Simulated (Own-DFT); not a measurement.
# Same atoms, different arrangement: As32Ga32, 64 atoms

These are calculations, not measurements. They come from Own-DFT, an in-house plane-wave density functional program, since retired, whose code no person has reviewed. Each row is one single-point run on a periodic cell that was not relaxed, without spin or spin-orbit coupling.

Settings of every run: PBE; PseudoDojo norm-conserving scalar-relativistic files; cutoff 42 hartree; 3 x 3 x 3 k mesh centred on Gamma; Fermi-Dirac smearing of 0.1 eV.

Known limits, some of them of some rows only: not probed for a lower state with spin; forces on such cells failed a check on a denser k mesh; forces not confirmed at this smearing and k mesh; stress not checked against mesh or cutoff.

All cells hold the same atoms in the same cell, with vectors in Å (11.307, 0.000, 0.000); (0.000, 11.307, 0.000); (0.000, 0.000, 11.307). Every atom was moved at random from its ideal site; u is the rms move along one axis. The defect's site can differ from row to row. E is the free energy of the cell above the lowest run. The arrangements:

- A: zincblende GaAs
- B: zincblende GaAs, with one As on a Ga site and one Ga on an As site, 2.4 Å apart

| arrangement | u (Å) | E (eV) | P (GPa) |
|---|---|---|---|
| A | 0.0195 | 0.048 | 3.53 |
| A | 0.0202 | 0.000 | 3.50 |
| A | 0.0203 | 0.094 | 3.54 |
| A | 0.0502 | 2.383 | 4.04 |
| A | 0.0504 | 1.978 | 3.89 |
| A | 0.0508 | 2.146 | 3.92 |
| B | 0.0268 | 2.878 | 3.89 |
| B | 0.0291 | 3.017 | 3.92 |
| B | 0.0305 | 3.064 | 3.92 |
| B | 0.0483 | 4.350 | 4.22 |
| B | 0.0503 | 4.686 | 4.31 |
| B | 0.0512 | 4.722 | 4.28 |

Question: once the cost of the random moves is taken out, how do the arrangements rank?

## Worked answer

Fit E = a + b u², with one b for all and one a for each arrangement, and with residuals divided by u², since the noise grows with the moves. Then b = 978 eV/Å², the scatter at u = 0.04 Å is 0.11 eV, and against A:

- B: 2.51 ± 0.04 eV (higher)

These are energies of unrelaxed cells. Relaxing the atoms lowers the strained arrangements most, so the gaps would shrink and small ones could change sign.
